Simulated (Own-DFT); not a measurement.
# Computed records: Si$_{3}$N$_{4}$ (beta silicon nitride, atoms displaced)

A calculation, not a measurement: plane-wave PBE density functional theory by an unreviewed code, no spin, of a simulated periodic cell, stress positive in tension, free energy of the whole cell less one offset for each atom, forces on such cells passed a denser k mesh, this cell's mesh not checked; offsets are fitted by least squares, one for each functional and potential file, so energies compare only between cells with the same atoms and settings and are not formation energies; the far tail of each file's local potential was reset to the Coulomb form; each entry is a single point on an unrelaxed cell, so the pressure reflects the starting lattice, mostly measured values (interpolated for alloys), from which strain is counted, and rises with the displacements; printed positions are rounded, which can move forces by about a meV/angstrom; the program, named Own-DFT, is a retired in-house code; no spin-orbit coupling. Program: Own-DFT development build.

Common to all runs: functional PBE; potential files PseudoDojo norm-conserving, scalar-relativistic, standard set; wave cutoff 42 hartree; occupations Fermi-Dirac; smearing width 0.1 eV; k mesh 3 x 3 x 3 centred on Gamma.

(1) Si$_{3}$N$_{4}$ (beta silicon nitride, atoms displaced)

```xyz
42
Lattice="7.6060 0.0000 0.0000 -3.8030 6.5870 0.0000 0.0000 0.0000 8.7270" Properties=species:S:1:pos:R:3 Si3N4
Si    -1.6042     5.0065     0.7404
Si     0.3360     2.6948     0.9155
Si     1.3141     5.2864     0.7986
Si     5.3982     1.3086     2.3091
Si     3.3799     3.7188     2.1726
Si     2.3849     1.1602     2.2071
N      2.5906     0.1575     0.7223
N      6.2787     1.9558     0.7696
N      2.8023     4.3745     0.7818
N      1.4294     6.3503     2.1757
N     -2.3002     4.3585     2.1325
N      0.8446     2.1354     2.3154
N      0.0273     4.3920     0.7266
N      3.8495     2.3216     2.1096
Si    -1.7036     4.9532     3.5798
Si     0.3207     2.6532     3.7846
Si     1.3502     5.1750     3.5820
Si     5.3208     1.5563     5.2713
Si     3.8314     3.9603     5.1747
Si     2.3255     1.1040     5.2653
N      2.2992     0.0777     3.7994
N      6.2410     2.0798     3.5805
N      2.7766     4.4357     3.7497
N      1.4712     6.4354     5.0527
N     -2.2953     4.6211     5.0125
N      0.9931     2.2610     5.0467
N     -0.0974     4.5355     3.5537
N      3.7808     2.0748     5.0202
Si    -1.6608     5.1684     6.4831
Si     0.2371     2.5916     6.4881
Si     1.4964     5.6633     6.5827
Si     5.3314     1.5362     7.9967
Si     3.3797     4.0729     7.9810
Si     2.5129     0.9277     7.8706
N      2.3753     0.2860     6.4961
N      6.1396     1.8616     6.5519
N      2.6420     4.3399     6.5054
N      1.3269     6.4526     8.0113
N     -2.4262     4.5299     7.9554
N      1.1291     2.0849     8.0783
N     -0.0139     4.3492     6.6136
N      4.0086     2.1711     8.1619
```

It finds free energy of cell above offsets 12.293 eV; pressure 15.55 GPa; stress xx -12.32 GPa; stress yy -13.85 GPa; stress zz -20.47 GPa; stress yz 1.86 GPa; stress xz -2.26 GPa; stress xy 4.24 GPa.

Force:
```csv
element,x (eV/Å),y (eV/Å),z (eV/Å)
Si,0.212,-0.439,-0.495
Si,-5.492,-1.167,-6.676
Si,2.808,6.091,-1.439
Si,2.24,8.355,-2.665
Si,2.444,9.438,3.074
Si,1.16,-1.267,0.848
N,-1.697,-0.662,0.634
N,0.438,-0.733,-0.012
N,-3.242,1.914,-0.811
N,-0.701,-6.42,0.534
N,-3.497,1.344,0.229
N,6.304,-2.372,0.795
N,-2.106,-3.067,0.025
N,0.214,-13.06,1.154
Si,2.542,2.314,-4.388
Si,-9.579,4.135,-8.224
Si,0.222,7.799,2.149
Si,0.391,-2.586,-8.462
Si,-6.538,-3.242,-1.202
Si,1.573,5.87,-12.9
N,-0.499,3.397,-2.102
N,-0.443,-0.849,4.024
N,3.248,-2.824,-1.484
N,-0.137,-1.688,0.225
N,-2.563,-1.038,4.634
N,5.803,-4.209,8.074
N,1.363,-5.443,0.936
N,-2.164,3.806,1.21
Si,3.837,-4.267,2.553
Si,-2.364,2.753,5.361
Si,-2.889,-3.787,-3.099
Si,9.982,-1.618,3.512
Si,5.459,-4.896,0.5
Si,1.56,8.269,11
N,-0.952,-9.057,2.329
N,5.902,2.635,3.13
N,2.337,0.593,-0.473
N,0.514,-2.848,2.176
N,-1.42,2.198,-0.754
N,-0.193,-0.014,-1.59
N,-0.419,1.835,-0.788
N,-13.66,4.806,-1.534
```

(2) Si$_{3}$N$_{4}$ (beta silicon nitride, atoms displaced)

```xyz
42
Lattice="7.6060 0.0000 0.0000 -3.8030 6.5870 0.0000 0.0000 0.0000 8.7270" Properties=species:S:1:pos:R:3 Si3N4
Si    -1.6545     5.1133     0.6645
Si     0.2142     2.6173     0.8850
Si     1.3072     5.5050     0.8558
Si     5.4065     1.5903     2.0898
Si     3.4573     3.7332     2.2358
Si     2.4711     1.1485     2.3058
N      2.4521     0.3070     0.7663
N      6.2606     2.1067     0.7087
N      2.7660     4.5148     0.7204
N      1.3876     6.3401     2.1131
N     -2.3269     4.4738     2.1097
N      1.0785     2.1693     2.2033
N      0.0147     4.3437     0.7021
N      3.8098     2.1528     2.2062
Si    -1.7036     4.9844     3.5863
Si     0.1658     2.6639     3.6658
Si     1.4107     5.4353     3.6769
Si     5.5973     1.5285     5.0479
Si     3.6433     3.9415     5.0472
Si     2.4472     1.2168     5.1205
N      2.2811     0.0699     3.6925
N      6.1790     1.8638     3.6205
N      2.7873     4.4913     3.5887
N      1.3460     6.3283     5.0440
N     -2.5155     4.5104     4.9405
N      1.0825     2.4102     4.8027
N     -0.0752     4.2796     3.7032
N      3.7051     2.0060     5.1838
Si    -1.5811     5.0586     6.5633
Si     0.1059     2.7063     6.5018
Si     1.3130     5.4355     6.3404
Si     5.4513     1.5155     7.9199
Si     3.5136     4.0078     8.0333
Si     2.4549     1.1532     8.0703
N      2.3044     0.2314     6.7116
N      6.2644     1.8898     6.6524
N      2.6830     4.3141     6.6208
N      1.4037     6.3044     8.0648
N     -2.4010     4.6530     8.0053
N      1.1894     2.2957     8.0538
N     -0.1382     4.3594     6.5430
N      3.8220     2.2371     8.0496
```

The calculation gives: free energy of cell above offsets 5.220 eV; pressure 13.04 GPa; stress xx -13.88 GPa; stress yy -8.78 GPa; stress zz -16.46 GPa; stress yz -0.06 GPa; stress xz -0.42 GPa; stress xy -2.62 GPa.

Force:
```csv
element,x (eV/Å),y (eV/Å),z (eV/Å)
Si,3.406,-0.034,2.603
Si,2.39,3.144,-5.292
Si,-0.221,-6.538,-8.56
Si,-0.178,-2.142,0.084
Si,1.532,5.721,-3.942
Si,-1.901,-2.734,-1.3
N,-0.554,-3.114,2.02
N,-2.224,-2.497,-0.313
N,0.553,-1.136,2.916
N,0.347,6.245,8.503
N,-3.337,-0.77,0.441
N,0,-0.285,2.505
N,-1.06,1.478,0.832
N,0.492,-1.327,0.882
Si,2.96,0.053,-1.813
Si,-3.954,0.623,-8.525
Si,-3.15,-1.772,-4.254
Si,-6.54,-2.22,4.087
Si,-6.637,-3.778,2.422
Si,-8.579,-6.262,0.159
N,0.722,3.214,0.373
N,2.908,1.465,-2.66
N,1.083,-1.329,1.65
N,1.138,4.566,-1.362
N,4.279,1.575,4.057
N,5.429,-4.565,12.23
N,0.223,4.33,-0.531
N,10.8,7.913,-0.918
Si,-3.604,2.42,-0.413
Si,5.892,-0.192,1.949
Si,0.22,-3.649,9.157
Si,-5.363,-2.522,7.41
Si,1.487,-2.073,0.836
Si,0.461,2.956,0.168
N,-0.171,-1.806,-5.125
N,2.378,0.779,-7.697
N,0.074,1.664,-4.813
N,0.006,2.731,-3.381
N,-2.793,-1.128,-2.038
N,-3.806,0.253,-0.913
N,3.579,0.608,-1.065
N,1.716,0.136,-0.37
```

(3) Si$_{3}$N$_{4}$ (beta silicon nitride, atoms displaced)

```xyz
42
Lattice="7.6060 0.0000 0.0000 -3.8030 6.5870 0.0000 0.0000 0.0000 8.7270" Properties=species:S:1:pos:R:3 Si3N4
Si    -1.5472     5.0379     0.7439
Si     0.1619     2.5340     0.7684
Si     1.5262     5.3977     0.6777
Si     5.4863     1.3886     2.2277
Si     3.3251     3.9264     2.3127
Si     2.4084     1.0417     2.1039
N      2.5365     0.2671     0.8492
N      6.3674     1.8491     0.6174
N      2.7893     4.3595     0.6680
N      1.4593     6.3587     2.1863
N     -2.4000     4.5977     2.1408
N      1.1052     2.1337     2.2355
N      0.0181     4.4983     0.7365
N      3.7519     2.2701     2.0629
Si    -1.5238     5.0601     3.7239
Si     0.1269     2.6742     3.3829
Si     1.5640     5.5366     3.5210
Si     5.5730     1.4260     5.2423
Si     3.6408     3.9731     5.1250
Si     2.3761     1.0849     5.0750
N      2.4331     0.2171     3.5483
N      6.2800     2.0396     3.6864
N      2.7216     4.4477     3.7685
N      1.3853     6.3081     5.1424
N     -2.5198     4.5475     5.0396
N      0.9544     2.1707     4.8117
N      0.1556     4.4022     3.7537
N      3.8749     2.1544     5.1269
Si    -1.5670     5.0633     6.5132
Si     0.2275     2.8262     6.6095
Si     1.4694     5.2924     6.4182
Si     5.4555     1.4423     7.8709
Si     3.5430     3.9112     8.0837
Si     2.3573     1.0746     7.8879
N      2.4200     0.2486     6.5713
N      6.2314     1.9853     6.5689
N      2.7094     4.3626     6.7493
N      1.2325     6.2460     8.1100
N     -2.5127     4.6240     8.0134
N      1.0870     2.2001     8.0041
N      0.0403     4.3659     6.5341
N      3.9747     2.2453     7.9925
```

The calculation gives: free energy of cell above offsets 7.771 eV; pressure 13.65 GPa; stress xx -10.88 GPa; stress yy -12.6 GPa; stress zz -17.45 GPa; stress yz -0.59 GPa; stress xz 0.63 GPa; stress xy 2.34 GPa.

Force:
```csv
element,x (eV/Å),y (eV/Å),z (eV/Å)
Si,-1.572,1.376,0.057
Si,5.465,4.469,-0.886
Si,-3.821,-0.994,2.288
Si,-2.499,6.382,-1.665
Si,6.592,-2.82,-3.709
Si,1.839,7.159,7.146
N,-1.111,-6.471,-11.51
N,-4.652,-2.777,1.773
N,-1.61,1.138,6
N,0.869,0.184,-3.389
N,-1.598,-0.217,2.824
N,-1.152,0.483,-4.821
N,1.784,-4.35,0.446
N,1.015,-2.318,1.556
Si,0.551,-0.437,-4.583
Si,2.937,3.114,5.893
Si,-5.792,-2.266,6.467
Si,-4.646,0.834,-5.808
Si,-4.717,-6.108,2.234
Si,0.529,4.367,-2.74
N,0.01,-2.443,3.52
N,-4.148,-3.145,-0.915
N,2.241,-0.778,-0.292
N,1.526,2.379,-2.54
N,6.847,3.934,1.832
N,1.773,-1.26,5.675
N,-2.224,1.037,-1.566
N,-0.629,0.283,-0.117
Si,-1.634,-0.684,1.885
Si,1.485,-7.724,-2.791
Si,-3.576,2.633,4.406
Si,-3.1,-1.62,5.493
Si,4.555,-3.863,-1.929
Si,3.727,4.496,7.811
N,-0.584,-5.134,-4.916
N,5.026,1.971,0.655
N,2.826,-1.235,-4.871
N,1.571,4.82,-6.927
N,3.289,2.001,-0.982
N,-1.188,0.274,-0.254
N,-2.711,4.966,-0.353
N,-3.488,-1.659,-0.396
```

(4) Si$_{3}$N$_{4}$ (beta silicon nitride, atoms displaced)

```xyz
42
Lattice="7.6060 0.0000 0.0000 -3.8030 6.5870 0.0000 0.0000 0.0000 8.7270" Properties=species:S:1:pos:R:3 Si3N4
Si    -1.4969     5.1104     0.7006
Si     0.3107     2.5727     0.7816
Si     1.4681     5.5294     0.6449
Si     5.4362     1.5999     2.1195
Si     3.6029     3.7694     2.1573
Si     2.3095     1.2903     2.1254
N      2.2757     0.1664     0.7661
N      6.2600     1.9315     0.7229
N      2.8486     4.4344     0.7069
N      1.4158     6.2562     2.1931
N     -2.4591     4.6778     2.2471
N      0.8803     2.1913     2.1112
N     -0.1186     4.5072     0.6318
N      3.7064     2.1513     2.2262
Si    -1.4606     5.0499     3.6316
Si     0.2780     2.7108     3.5361
Si     1.3983     5.2642     3.5914
Si     5.4390     1.6084     5.1099
Si     3.8746     3.9449     5.0470
Si     2.4395     1.0389     4.9231
N      2.6793     0.2551     3.6075
N      6.3382     2.1754     3.5756
N      2.8491     4.2437     3.6682
N      1.3617     6.4310     5.1345
N     -2.2883     4.6504     5.0964
N      0.9264     2.1669     5.0384
N     -0.0271     4.2893     3.6570
N      3.8759     2.1675     4.9246
Si    -1.4194     4.9556     6.4310
Si     0.3278     2.6820     6.5424
Si     1.5547     5.4312     6.6048
Si     5.2607     1.4766     8.1246
Si     3.4284     3.9413     7.9623
Si     2.1066     1.1080     7.8385
N      2.3952     0.0449     6.5356
N      6.0745     2.1006     6.5968
N      2.7234     4.2480     6.5313
N      1.4935     6.3701     8.0398
N     -2.4257     4.5934     7.9268
N      1.0298     2.0925     8.1209
N     -0.0815     4.3643     6.4954
N      3.7029     2.2346     7.9061
```

Results for Si$_{3}$N$_{4}$ (beta silicon nitride, atoms displaced): free energy of cell above offsets 7.738 eV; pressure 14.51 GPa; stress xx -15.97 GPa; stress yy -13.28 GPa; stress zz -14.28 GPa; stress yz -1.8 GPa; stress xz -0.99 GPa; stress xy 10.99 GPa.

Force:
```csv
element,x (eV/Å),y (eV/Å),z (eV/Å)
Si,-10.03,0.154,-0.478
Si,-7.976,6.176,-7.357
Si,-1.778,-4.678,5.675
Si,-1.187,-2.239,4.094
Si,1.434,5.316,0.301
Si,1.892,-5.819,-0.391
N,-0.262,4.641,-1.125
N,0.311,0.194,-0.527
N,-2.324,0.302,1.452
N,0.626,3.118,-0.458
N,0.389,-0.844,-0.832
N,5.759,-2.57,5.935
N,11.25,-5.669,0.294
N,3.241,-0.779,-1.539
Si,-3.399,1.615,-2.04
Si,-1.06,-1.15,3.95
Si,1.267,2.741,2.163
Si,0.702,-1.792,-1.113
Si,-5.587,-3.441,0.448
Si,0.589,4.636,7.284
N,-2.09,-4.143,-5.339
N,-4.907,-3.539,-0.041
N,-1.703,1.514,-0.548
N,1.429,-2.222,-0.694
N,-0.235,0.484,-2.97
N,3.37,-2.342,-0.079
N,3.722,3.138,-0.405
N,-1.613,1.558,1.029
Si,-10.4,3.373,5.62
Si,-4.548,0.541,0.094
Si,-3.906,1.265,-3.534
Si,0.058,3.697,-4.07
Si,7.155,-1.843,1.107
Si,11.99,-7.447,1.63
N,-0.502,4.327,-2.105
N,3.249,-0.489,1.237
N,0.026,0.936,-2.972
N,0.159,1.553,-3.437
N,-0.842,0.177,0.471
N,-6.985,6.272,-2.697
N,13.95,-3.961,0.975
N,-1.236,-2.76,0.991
```
